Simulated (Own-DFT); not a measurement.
Hf32O63 (monoclinic hafnia with one vacancy, atoms displaced), Hf31O64 (monoclinic hafnia with one vacancy, atoms displaced) (calculated)

A calculation, not a measurement: plane-wave PBE density functional theory by an unreviewed code, no spin, of a simulated periodic cell, stress positive in tension, free energy of the whole cell less one offset for each atom, defect cell not probed for a lower state with spin; hafnium file: forces about 75 meV/angstrom off all-electron values; oxygen file: force components 24 meV/angstrom off all-electron in one glass; forces on such cells passed a denser k mesh, this cell's mesh not checked; offsets are fitted by least squares, one for each functional and potential file, so energies compare only between cells with the same atoms and settings and are not formation energies; the far tail of each file's local potential was reset to the Coulomb form; each entry is a single point on an unrelaxed cell, so the pressure reflects the starting lattice, mostly measured values, from which strain is counted, and rises with the displacements; printed positions are rounded, which can move forces by about a meV/angstrom; the program is a retired in-house code; no spin-orbit coupling; before rounding, a Quantum ESPRESSO 7.3.1 run of the same cell and cutoff gave forces within 1 meV/angstrom rms on each cell, which checks the program and not the settings. Program: Own-DFT development build.

Common to all runs: functional PBE; potential files PseudoDojo norm-conserving, scalar-relativistic, standard set; wave cutoff 72 hartree; occupations Fermi-Dirac; smearing width 0.1 eV; k mesh 2 x 2 x 2 centred on Gamma.

(1) Hf32O63 (monoclinic hafnia with one vacancy, atoms displaced)

```cif
# cell vector a (Å): 10.2340 0.0000 0.0000
# cell vector b (Å): 0.0000 10.3500 0.0000
# cell vector c (Å): -1.6955 0.0000 10.4453
data_Hf32O63
_symmetry_space_group_name_H-M 'P 1'
_symmetry_Int_Tables_number 1
_cell_length_a 10.2340
_cell_length_b 10.3500
_cell_length_c 10.5820
_cell_angle_alpha 90.000
_cell_angle_beta 99.220
_cell_angle_gamma 90.000
_cell_volume 1106.39
loop_
_atom_site_label
_atom_site_type_symbol
_atom_site_fract_x
_atom_site_fract_y
_atom_site_fract_z
_atom_site_occupancy
Hf1 Hf 0.13639 0.02338 0.11067 1
Hf2 Hf 0.35803 0.27088 0.13877 1
Hf3 Hf 0.36100 0.47941 0.39661 1
Hf4 Hf 0.13768 0.22981 0.35105 1
O1 O 0.03516 0.16846 0.17354 1
O2 O 0.46766 0.41054 0.07719 1
O3 O 0.46600 0.32708 0.33079 1
O4 O 0.04107 0.08004 0.42222 1
O5 O 0.22733 0.38369 0.24439 1
O6 O 0.27651 0.12973 0.00679 1
O7 O 0.27888 0.12066 0.26061 1
O8 O 0.22306 0.37538 0.49279 1
Hf5 Hf 0.13841 0.01978 0.59735 1
Hf6 Hf 0.35970 0.26929 0.64619 1
Hf7 Hf 0.35864 0.48163 0.89099 1
Hf8 Hf 0.14047 0.22905 0.85497 1
O9 O 0.03811 0.16765 0.67077 1
O10 O 0.45724 0.41655 0.57444 1
O11 O 0.45774 0.33208 0.82472 1
O12 O 0.03774 0.08769 0.92483 1
O13 O 0.22765 0.37796 0.73937 1
O14 O 0.27688 0.12918 0.51205 1
O15 O 0.27803 0.12487 0.76527 1
O16 O 0.22624 0.37063 0.99397 1
Hf9 Hf 0.13695 0.51723 0.09986 1
Hf10 Hf 0.36011 0.77177 0.14843 1
Hf11 Hf 0.36173 0.98555 0.39372 1
Hf12 Hf 0.14022 0.73257 0.35188 1
O17 O 0.03669 0.66683 0.16942 1
O18 O 0.45975 0.91876 0.07307 1
O19 O 0.46562 0.83209 0.32037 1
O20 O 0.03304 0.58424 0.42689 1
O21 O 0.22421 0.88378 0.23777 1
O22 O 0.27527 0.63276 0.01036 1
O23 O 0.27924 0.62270 0.25985 1
O24 O 0.22621 0.87392 0.49403 1
Hf13 Hf 0.13321 0.51444 0.60688 1
Hf14 Hf 0.36711 0.77191 0.64642 1
Hf15 Hf 0.36007 0.98183 0.89378 1
Hf16 Hf 0.14011 0.73344 0.85489 1
O25 O 0.03885 0.67091 0.67157 1
O26 O 0.46747 0.91829 0.57617 1
O27 O 0.46310 0.83550 0.82761 1
O28 O 0.03366 0.57947 0.91839 1
O29 O 0.27873 0.62726 0.51390 1
O30 O 0.27900 0.62173 0.76247 1
O31 O 0.22526 0.87132 0.98729 1
Hf17 Hf 0.63366 0.01449 0.10304 1
Hf18 Hf 0.86131 0.26832 0.15238 1
Hf19 Hf 0.86417 0.48580 0.39358 1
Hf20 Hf 0.64000 0.22830 0.35789 1
O32 O 0.53532 0.16960 0.16949 1
O33 O 0.95943 0.41425 0.07243 1
O34 O 0.96389 0.33222 0.33102 1
O35 O 0.53834 0.08505 0.42449 1
O36 O 0.72823 0.38042 0.23718 1
O37 O 0.77976 0.13221 0.01061 1
O38 O 0.77897 0.11796 0.26105 1
O39 O 0.72788 0.37247 0.49193 1
Hf21 Hf 0.63851 0.01798 0.60362 1
Hf22 Hf 0.86459 0.26942 0.64611 1
Hf23 Hf 0.86193 0.48414 0.89578 1
Hf24 Hf 0.63690 0.23027 0.85075 1
O40 O 0.53843 0.16568 0.67261 1
O41 O 0.96470 0.41693 0.57785 1
O42 O 0.96242 0.33552 0.82288 1
O43 O 0.53676 0.08377 0.92792 1
O44 O 0.72290 0.37771 0.73965 1
O45 O 0.77859 0.12852 0.51370 1
O46 O 0.77610 0.12422 0.76126 1
O47 O 0.72742 0.37420 0.99046 1
Hf25 Hf 0.63752 0.51961 0.10274 1
Hf26 Hf 0.86146 0.77157 0.14241 1
Hf27 Hf 0.85975 0.97792 0.39474 1
Hf28 Hf 0.63806 0.72948 0.35418 1
O48 O 0.53839 0.66724 0.17252 1
O49 O 0.95727 0.91181 0.07985 1
O50 O 0.96422 0.83515 0.32699 1
O51 O 0.53829 0.57963 0.42828 1
O52 O 0.72673 0.87775 0.24055 1
O53 O 0.77762 0.63182 0.00984 1
O54 O 0.77307 0.62337 0.25837 1
O55 O 0.72951 0.86986 0.48701 1
Hf29 Hf 0.63730 0.52037 0.60281 1
Hf30 Hf 0.86249 0.77400 0.63908 1
Hf31 Hf 0.85745 0.97345 0.89880 1
Hf32 Hf 0.63502 0.73118 0.84998 1
O56 O 0.53519 0.66487 0.67728 1
O57 O 0.96512 0.91355 0.58014 1
O58 O 0.96392 0.83381 0.82609 1
O59 O 0.52828 0.58278 0.91703 1
O60 O 0.72643 0.87886 0.73914 1
O61 O 0.77878 0.62928 0.51088 1
O62 O 0.77636 0.62078 0.75916 1
O63 O 0.72559 0.87256 0.98710 1
```

It finds free energy of cell above offsets -94.418 eV; pressure 3.96 GPa; stress xx -3.81 GPa; stress yy -3.96 GPa; stress zz -4.12 GPa; stress yz 0.4 GPa; stress xz -0.23 GPa; stress xy -0.27 GPa.

Force:
```csv
element,x (eV/Å),y (eV/Å),z (eV/Å)
Hf,-0.101,-0.1,-2.218
Hf,1.543,0.052,1.459
Hf,0.256,-0.274,0.253
Hf,-0.036,0.916,1.156
O,0.536,-0.298,0.264
O,0.006,0.677,-0.217
O,-0.338,0.509,-0.091
O,-0.521,-0.022,-0.66
O,-0.423,-0.639,-0.665
O,-0.307,-0.097,0.931
O,-0.424,0.357,-0.297
O,-0.44,-0.945,-0.714
Hf,-0.284,0.211,1.683
Hf,0.63,0.483,-0.1
Hf,0.49,-0.199,0.701
Hf,-1.217,0.052,-0.335
O,0.273,-0.266,-0.068
O,1.057,0.072,0.715
O,0.888,-0.198,0.344
O,-0.645,-0.873,0.477
O,-0.855,0.163,0.181
O,0.287,-0.064,-0.635
O,-0.096,-0.798,-0.816
O,-0.449,0.179,-0.659
Hf,-0.517,0.516,0.25
Hf,0.665,-0.572,-1.208
Hf,0.733,-0.832,0.752
Hf,-0.603,-1.007,0.696
O,0.067,0.055,0.383
O,0.286,-0.47,0.801
O,-0.383,1.007,1.188
O,0.876,0.831,-0.799
O,-0.235,-0.483,0.654
O,-0.216,-0.612,0.045
O,-0.371,0.35,0.138
O,0.169,-0.372,-0.73
Hf,0.806,1.41,-0.094
Hf,-1.3,-0.184,-0.211
Hf,0.128,-0.044,-0.052
Hf,-0.416,-0.601,-0.485
O,-0.08,-0.046,-0.004
O,-0.157,-0.306,-0.242
O,0.244,0.037,-0.097
O,1.085,0.667,0.241
O,-0.287,0.432,-0.586
O,-0.406,0.411,-0.182
O,-0.473,0.457,0.011
Hf,0.145,1.754,0.054
Hf,-0.727,0.635,-1.86
Hf,-0.678,-0.772,0.353
Hf,-0.145,0.898,-0.878
O,0.365,-0.642,0.335
O,1.267,0.236,1.042
O,0.588,-0.181,0.091
O,-0.53,-0.692,-0.28
O,-0.48,0.049,0.556
O,-0.39,-0.607,0.166
O,-0.317,0.103,0.274
O,-0.223,-0.152,-0.518
Hf,0.417,1.082,0.662
Hf,-0.443,0.349,0.492
Hf,-0.628,-1.278,-0.614
Hf,0.393,0.341,0.992
O,-0.593,-0.007,-0.265
O,-0.119,0,-0.123
O,0.765,-0.141,0.408
O,0.024,0.034,-0.847
O,-0.278,0.226,-0.256
O,-0.035,-0.474,-0.546
O,0.082,-0.881,0.128
O,-0.803,-0.201,-0.3
Hf,0.037,-0.36,-0.472
Hf,-0.606,-1.319,0.905
Hf,0.57,0.381,-0.066
Hf,0.003,-0.73,-0.403
O,-0.658,0.187,-0.191
O,2.078,1.789,-0.317
O,0.691,-0.357,0.129
O,0.002,0.794,-0.965
O,-0.426,-0.02,-0.196
O,-0.533,-0.023,-0.23
O,0.301,-0.205,0.389
O,-0.827,0.182,0.034
Hf,0.209,-0.765,0.75
Hf,0.199,-1.471,1.65
Hf,1.198,1.976,-0.909
Hf,0.173,-0.969,0.617
O,0.161,0.016,-0.559
O,0.943,1.194,-0.733
O,0.294,0.058,0.348
O,0.976,0.393,0.524
O,-0.428,-0.043,-0.242
O,-0.227,0.019,-0.276
O,-0.229,0.396,-0.212
O,-1,-0.344,0.201
```

(2) Hf32O63 (monoclinic hafnia with one vacancy, atoms displaced)

```cif
# cell vector a (Å): 10.2340 0.0000 0.0000
# cell vector b (Å): 0.0000 10.3500 0.0000
# cell vector c (Å): -1.6955 0.0000 10.4453
data_Hf32O63
_symmetry_space_group_name_H-M 'P 1'
_symmetry_Int_Tables_number 1
_cell_length_a 10.2340
_cell_length_b 10.3500
_cell_length_c 10.5820
_cell_angle_alpha 90.000
_cell_angle_beta 99.220
_cell_angle_gamma 90.000
_cell_volume 1106.39
loop_
_atom_site_label
_atom_site_type_symbol
_atom_site_fract_x
_atom_site_fract_y
_atom_site_fract_z
_atom_site_occupancy
Hf1 Hf 0.13538 0.02223 0.10612 1
Hf2 Hf 0.36408 0.27113 0.14262 1
Hf3 Hf 0.36617 0.47764 0.39716 1
Hf4 Hf 0.13931 0.22422 0.35336 1
O1 O 0.04084 0.16655 0.17186 1
O2 O 0.46192 0.41428 0.07911 1
O3 O 0.46437 0.33698 0.32887 1
O4 O 0.03840 0.08621 0.42393 1
O5 O 0.22262 0.37678 0.23596 1
O6 O 0.27579 0.12500 0.00711 1
O7 O 0.27283 0.11957 0.25910 1
O8 O 0.22645 0.37621 0.48820 1
Hf5 Hf 0.13895 0.02542 0.60585 1
Hf6 Hf 0.36326 0.27145 0.64483 1
Hf7 Hf 0.35998 0.47983 0.90282 1
Hf8 Hf 0.13131 0.23353 0.84970 1
O9 O 0.04088 0.16724 0.67739 1
O10 O 0.46317 0.41501 0.57906 1
O11 O 0.46647 0.33300 0.82403 1
O12 O 0.03439 0.08586 0.92321 1
O13 O 0.22917 0.37927 0.74302 1
O14 O 0.27507 0.12922 0.50693 1
O15 O 0.27380 0.12161 0.75743 1
O16 O 0.22268 0.37134 0.98868 1
Hf9 Hf 0.13932 0.52383 0.10631 1
Hf10 Hf 0.36272 0.77853 0.14893 1
Hf11 Hf 0.36110 0.97531 0.39389 1
Hf12 Hf 0.13610 0.73247 0.35301 1
O17 O 0.03258 0.66853 0.17298 1
O18 O 0.46167 0.91197 0.07996 1
O19 O 0.46125 0.83542 0.32513 1
O20 O 0.03996 0.59096 0.42382 1
O21 O 0.22725 0.87821 0.23814 1
O22 O 0.27753 0.62944 0.01749 1
O23 O 0.27948 0.61979 0.25712 1
O24 O 0.22586 0.87081 0.48731 1
Hf13 Hf 0.13678 0.51803 0.60152 1
Hf14 Hf 0.35738 0.77049 0.64638 1
Hf15 Hf 0.36664 0.98430 0.89798 1
Hf16 Hf 0.13664 0.73538 0.85285 1
O25 O 0.03940 0.66734 0.67588 1
O26 O 0.46032 0.91889 0.57810 1
O27 O 0.46883 0.83534 0.82438 1
O28 O 0.03822 0.58585 0.92500 1
O29 O 0.22378 0.88316 0.73828 1
O30 O 0.27773 0.62649 0.50711 1
O31 O 0.27585 0.62290 0.76584 1
O32 O 0.22619 0.87093 0.99368 1
Hf17 Hf 0.63538 0.02081 0.10696 1
Hf18 Hf 0.85856 0.27557 0.14685 1
Hf19 Hf 0.86209 0.47676 0.39495 1
Hf20 Hf 0.63709 0.23012 0.35545 1
O33 O 0.53598 0.16231 0.17231 1
O34 O 0.96709 0.41462 0.08137 1
O35 O 0.96197 0.33485 0.32349 1
O36 O 0.53363 0.08777 0.42005 1
O37 O 0.72001 0.38480 0.23896 1
O38 O 0.77186 0.12747 0.01026 1
O39 O 0.77435 0.11781 0.25676 1
O40 O 0.73081 0.37116 0.49026 1
Hf21 Hf 0.64099 0.01980 0.60563 1
Hf22 Hf 0.85898 0.27273 0.64613 1
Hf23 Hf 0.86262 0.47813 0.89951 1
Hf24 Hf 0.64006 0.22894 0.85056 1
O41 O 0.53558 0.16233 0.67112 1
O42 O 0.95993 0.40881 0.57148 1
O43 O 0.96554 0.33253 0.82643 1
O44 O 0.53912 0.08618 0.92326 1
O45 O 0.72300 0.37735 0.73903 1
O46 O 0.77642 0.12949 0.51566 1
O47 O 0.77423 0.11849 0.76227 1
O48 O 0.72181 0.36855 0.98768 1
Hf25 Hf 0.63600 0.52160 0.10679 1
Hf26 Hf 0.86093 0.76756 0.14456 1
Hf27 Hf 0.85911 0.98122 0.39036 1
Hf28 Hf 0.63992 0.72643 0.35677 1
O49 O 0.53808 0.66377 0.17016 1
O50 O 0.96228 0.91158 0.07312 1
O51 O 0.96579 0.83804 0.33051 1
O52 O 0.53898 0.58638 0.42356 1
O53 O 0.72204 0.87966 0.23955 1
O54 O 0.77893 0.62761 0.01396 1
O55 O 0.77627 0.61699 0.26389 1
O56 O 0.72503 0.86868 0.48890 1
Hf29 Hf 0.64326 0.52109 0.60924 1
Hf30 Hf 0.86789 0.76932 0.65091 1
Hf31 Hf 0.86200 0.97800 0.89503 1
Hf32 Hf 0.64051 0.72896 0.84798 1
O57 O 0.54071 0.66496 0.67539 1
O58 O 0.96325 0.91700 0.57168 1
O59 O 0.53786 0.58308 0.91961 1
O60 O 0.72755 0.87757 0.74276 1
O61 O 0.77488 0.62658 0.51035 1
O62 O 0.77560 0.61818 0.76322 1
O63 O 0.72323 0.86788 0.99018 1
```

Results for Hf32O63 (monoclinic hafnia with one vacancy, atoms displaced): free energy of cell above offsets -94.323 eV; pressure 4.14 GPa; stress xx -3.97 GPa; stress yy -4.11 GPa; stress zz -4.34 GPa; stress yz 0.14 GPa; stress xz 0.04 GPa; stress xy 0.17 GPa.

Force:
```csv
element,x (eV/Å),y (eV/Å),z (eV/Å)
Hf,0.651,-0.494,-0.934
Hf,-1.345,-0.617,0.39
Hf,-0.856,1.125,-0.435
Hf,0.419,1.257,-0.195
O,-1.621,0.617,0.059
O,0.806,0.419,-0.064
O,0.968,-1.044,-0.526
O,-1.06,-0.376,-0.219
O,0.321,-0.023,0.235
O,0.119,0.596,0.571
O,0.598,-0.145,0.138
O,-0.664,-0.751,0.031
Hf,0.05,-0.741,-0.407
Hf,-0.16,-0.317,0.451
Hf,0.657,0.407,-1.229
Hf,1.922,-0.949,1.244
O,-1.494,0.447,-1.055
O,1.206,0.661,-0.192
O,-0.056,0.178,0.493
O,-0.578,-0.569,-0.064
O,-0.614,0.32,-0.64
O,0.129,0.254,0.36
O,0.544,-0.002,0.364
O,-0.088,-0.097,0.182
Hf,0.597,-0.062,0.315
Hf,-0.589,-2.56,-0.698
Hf,0.013,0.952,0.587
Hf,0.882,-0.267,-0.068
O,0.325,-0.244,0.11
O,1.623,1.782,-0.782
O,1.299,-0.534,0.619
O,-1.435,-1.332,0.364
O,-0.971,0.439,0.237
O,0.161,-0.112,-0.689
O,-0.583,-0.001,0.757
O,-0.381,-0.106,0.218
Hf,0.723,0.246,0.255
Hf,0.824,-0.012,0.048
Hf,-0.472,-0.527,-0.639
Hf,0.505,-0.37,0.996
O,-0.583,0.05,-0.263
O,0.646,-0.17,-0.006
O,-0.44,0.292,0.073
O,-0.643,-0.026,-0.404
O,-0.03,-0.551,0.268
O,-0.1,0.49,0.934
O,-0.046,0.116,-0.513
O,-0.406,0.112,-0.922
Hf,0.958,-0.699,-0.863
Hf,0.417,-0.966,-0.568
Hf,0.187,0.752,-0.167
Hf,-0.213,-0.178,0.001
O,-0.728,0.986,0.431
O,-0.329,0.189,-0.652
O,0.329,-0.286,0.253
O,0.142,-0.369,0.325
O,0.194,-1.188,0.278
O,0.597,0.241,0.327
O,0.05,0.945,0.555
O,-1.099,-0.305,-0.242
Hf,-0.717,-0.433,-0.478
Hf,0.3,-1.003,-0.079
Hf,0.199,0.443,0.43
Hf,-0.787,-0.036,0.666
O,-0.089,0.275,-0.043
O,1.73,1.075,0.599
O,-1.095,0.966,0.003
O,-0.899,-0.602,0.095
O,0.399,0.031,0.033
O,0.061,-0.039,-0.62
O,0.47,0.132,-0.301
O,0.488,0.341,0.3
Hf,0.152,0.554,-1.064
Hf,-0.541,0.512,0.093
Hf,0.24,-0.647,1.115
Hf,0.039,0.465,-0.417
O,-0.525,0.733,0.611
O,0.578,0.39,0.009
O,-0.001,-0.173,-0.676
O,-0.656,-0.683,0.362
O,0.177,-0.324,0.048
O,-0.016,-0.538,-0.241
O,0.204,0.747,-0.167
O,-0.269,0.406,0.071
Hf,-0.915,0.156,-0.953
Hf,0.061,0.774,-1.182
Hf,0.058,-0.245,0.566
Hf,-0.918,0.045,1.786
O,-0.858,0.223,-0.92
O,0.058,-0.229,0.997
O,-0.328,-0.391,0.435
O,0.645,0.157,-0.388
O,0.501,0.019,0.688
O,0.881,-0.235,-0.214
O,0.1,0.25,-0.2
```

(3) Hf31O64 (monoclinic hafnia with one vacancy, atoms displaced)

```cif
# cell vector a (Å): 10.2340 0.0000 0.0000
# cell vector b (Å): 0.0000 10.3500 0.0000
# cell vector c (Å): -1.6955 0.0000 10.4453
data_Hf31O64
_symmetry_space_group_name_H-M 'P 1'
_symmetry_Int_Tables_number 1
_cell_length_a 10.2340
_cell_length_b 10.3500
_cell_length_c 10.5820
_cell_angle_alpha 90.000
_cell_angle_beta 99.220
_cell_angle_gamma 90.000
_cell_volume 1106.39
loop_
_atom_site_label
_atom_site_type_symbol
_atom_site_fract_x
_atom_site_fract_y
_atom_site_fract_z
_atom_site_occupancy
Hf1 Hf 0.13709 0.02219 0.11271 1
Hf2 Hf 0.36064 0.27447 0.14883 1
Hf3 Hf 0.36484 0.47676 0.40123 1
Hf4 Hf 0.13716 0.23329 0.35076 1
O1 O 0.03312 0.15816 0.16788 1
O2 O 0.47182 0.41322 0.07554 1
O3 O 0.45508 0.33343 0.32973 1
O4 O 0.03859 0.09330 0.42107 1
O5 O 0.22457 0.37632 0.23751 1
O6 O 0.27619 0.13203 0.01219 1
O7 O 0.26815 0.11673 0.25021 1
O8 O 0.22350 0.37226 0.48759 1
Hf5 Hf 0.14196 0.02294 0.60600 1
Hf6 Hf 0.36531 0.26525 0.64220 1
Hf7 Hf 0.36311 0.48321 0.89012 1
Hf8 Hf 0.13771 0.23264 0.85112 1
O9 O 0.03255 0.15548 0.67953 1
O10 O 0.46445 0.41374 0.57877 1
O11 O 0.46471 0.33933 0.83115 1
O12 O 0.04314 0.08305 0.93188 1
O13 O 0.21907 0.37355 0.74942 1
O14 O 0.27125 0.13403 0.50112 1
O15 O 0.27831 0.12661 0.76728 1
O16 O 0.23214 0.37201 0.99431 1
Hf9 Hf 0.13773 0.51962 0.10008 1
Hf10 Hf 0.36885 0.76764 0.14250 1
Hf11 Hf 0.35840 0.97981 0.39007 1
Hf12 Hf 0.13642 0.73329 0.35541 1
O17 O 0.03383 0.66755 0.16695 1
O18 O 0.45979 0.91796 0.08662 1
O19 O 0.46174 0.82670 0.32860 1
O20 O 0.03379 0.58129 0.42482 1
O21 O 0.22798 0.87803 0.24237 1
O22 O 0.28551 0.62915 0.00715 1
O23 O 0.27849 0.62334 0.26084 1
O24 O 0.22714 0.87044 0.49163 1
Hf13 Hf 0.13796 0.51997 0.60579 1
Hf14 Hf 0.36746 0.76831 0.64476 1
Hf15 Hf 0.36929 0.97814 0.89858 1
Hf16 Hf 0.13442 0.73099 0.85407 1
O25 O 0.03274 0.67377 0.67329 1
O26 O 0.46176 0.91805 0.56847 1
O27 O 0.46158 0.82990 0.83154 1
O28 O 0.03322 0.58259 0.92089 1
O29 O 0.22854 0.87440 0.74443 1
O30 O 0.28122 0.63162 0.51337 1
O31 O 0.26928 0.62190 0.75840 1
O32 O 0.21727 0.87006 0.98340 1
Hf17 Hf 0.63193 0.01200 0.10067 1
Hf18 Hf 0.86045 0.27691 0.13789 1
Hf19 Hf 0.86192 0.47147 0.40134 1
Hf20 Hf 0.63994 0.22386 0.35029 1
O33 O 0.53877 0.17086 0.17283 1
O34 O 0.96836 0.41613 0.07927 1
O35 O 0.95476 0.33068 0.32757 1
O36 O 0.54375 0.07734 0.41418 1
O37 O 0.72864 0.37210 0.24475 1
O38 O 0.76386 0.13317 0.00735 1
O39 O 0.77877 0.12652 0.25373 1
O40 O 0.72612 0.37414 0.49217 1
Hf21 Hf 0.64420 0.02134 0.60402 1
Hf22 Hf 0.85990 0.26842 0.64882 1
Hf23 Hf 0.85676 0.48596 0.89606 1
Hf24 Hf 0.64230 0.22398 0.86133 1
O41 O 0.53030 0.17183 0.68409 1
O42 O 0.95467 0.41155 0.57209 1
O43 O 0.97643 0.33891 0.82574 1
O44 O 0.54440 0.08111 0.91950 1
O45 O 0.72843 0.37088 0.75102 1
O46 O 0.77017 0.12897 0.51289 1
O47 O 0.78075 0.12970 0.75971 1
O48 O 0.72987 0.38019 0.99532 1
Hf25 Hf 0.64487 0.51768 0.10454 1
Hf26 Hf 0.84950 0.76126 0.14624 1
Hf27 Hf 0.85837 0.98423 0.39985 1
Hf28 Hf 0.63572 0.72285 0.35483 1
O49 O 0.54168 0.65907 0.16784 1
O50 O 0.96862 0.91492 0.07813 1
O51 O 0.95807 0.83145 0.33134 1
O52 O 0.53710 0.58833 0.42461 1
O53 O 0.72025 0.87965 0.23820 1
O54 O 0.77730 0.62050 0.00781 1
O55 O 0.77427 0.62148 0.25882 1
O56 O 0.72396 0.86352 0.48804 1
Hf29 Hf 0.85033 0.77243 0.64331 1
Hf30 Hf 0.86307 0.99026 0.90235 1
Hf31 Hf 0.64100 0.72770 0.84826 1
O57 O 0.53155 0.66339 0.66385 1
O58 O 0.97236 0.91820 0.57993 1
O59 O 0.96807 0.82973 0.82582 1
O60 O 0.53353 0.58481 0.91565 1
O61 O 0.72297 0.87871 0.73218 1
O62 O 0.78934 0.63652 0.50987 1
O63 O 0.78236 0.62424 0.76294 1
O64 O 0.72094 0.86679 0.99270 1
```

It finds free energy of cell above offsets -76.982 eV; pressure 4.74 GPa; stress xx -5.18 GPa; stress yy -5.15 GPa; stress zz -3.91 GPa; stress yz 0.54 GPa; stress xz 0.41 GPa; stress xy -0.09 GPa.

Force:
```csv
element,x (eV/Å),y (eV/Å),z (eV/Å)
Hf,1.444,-1.573,-2.281
Hf,0.411,-0.443,-1.532
Hf,0.592,1.599,0.535
Hf,-0.347,0.234,-0.461
O,-1.813,2.325,0.874
O,0.138,0.218,0.238
O,1.725,-1.152,0.062
O,-1.517,-1.455,0.546
O,-0.866,0.545,0.134
O,0.552,-0.365,0.074
O,1.007,0.815,1.927
O,-0.574,0.259,0.42
Hf,-0.029,-0.891,0.131
Hf,-0.681,1.75,1.094
Hf,-0.543,-0.356,0.809
Hf,0.9,-0.77,1.814
O,-0.237,0.467,-0.359
O,-0.792,-0.33,-0.149
O,0.799,-1.124,-0.315
O,-1.861,-0.133,-1.135
O,0.694,1.163,-2.056
O,0.89,-0.474,0.684
O,0.56,-1.129,-1.004
O,-0.556,0.407,-0.234
Hf,0.873,0.566,0.36
Hf,-2.025,-1.393,0.687
Hf,0.535,-0.547,0.246
Hf,0.032,-0.712,-0.31
O,-0.358,0.232,0.528
O,0.757,1.007,-0.965
O,0.362,0.261,-0.201
O,0.895,0.422,0.001
O,-0.3,-0.313,-0.101
O,-0.728,-0.065,0.448
O,-0.396,-0.364,-0.069
O,-0.454,0.447,-0.57
Hf,-0.699,0.664,0.12
Hf,-0.6,0.018,-0.004
Hf,-2.687,0.46,-0.661
Hf,0.885,-0.058,-0.128
O,0.447,-1.235,-0.925
O,0.992,0.622,0.937
O,1.279,-0.126,0.04
O,0.459,-0.087,0.401
O,0.008,1.33,-0.863
O,-1.074,-0.652,-0.385
O,0.441,-0.627,-0.351
O,1.099,0.432,1.124
Hf,0.938,1.557,1.783
Hf,0.039,-1.152,1.909
Hf,-1.892,1.531,0.136
Hf,0.02,2.135,0.411
O,-0.249,-0.69,-0.614
O,0.26,0.141,-0.139
O,2.199,-1.001,-0.614
O,-1.173,-0.646,0.562
O,-0.773,1.202,-1.26
O,1.9,-0.64,0.616
O,-0.109,-1.324,0.914
O,-0.213,-1.824,-0.743
Hf,-2.266,-0.122,-0.395
Hf,-0.713,2.358,-0.139
Hf,0.808,-1.096,-2.221
Hf,-0.615,4.074,-1.952
O,1.976,-2.338,-1.178
O,2.565,0.338,1.414
O,-1.534,0.563,0.026
O,-2.093,-1.999,0.351
O,0.936,-0.348,0.503
O,0.918,-0.374,-0.309
O,-0.593,-1.942,0.797
O,-0.515,-1.498,-0.383
Hf,-1.206,-1.12,0.098
Hf,2.148,1.368,0.456
Hf,1.417,-0.722,-0.906
Hf,0.575,-0.024,1.074
O,-1.136,1.325,0.213
O,-1.761,-0.624,-0.105
O,0.247,0.242,-0.175
O,-0.819,-0.482,-0.575
O,-0.033,0.127,0.1
O,-0.229,1.397,0.472
O,0.421,-0.534,-0.115
O,-0.13,1.989,0.181
Hf,2.086,-1.857,0.004
Hf,2.163,-1.774,0.142
Hf,-0.726,-1.375,-0.976
O,0.242,0.84,1.103
O,-0.976,0.109,-0.602
O,-2.172,2.055,0.611
O,0.866,0.477,0.409
O,-0.812,1.162,1.199
O,0.048,-0.448,-1.273
O,0.012,0.907,0.604
O,0.314,0.186,-0.587
```
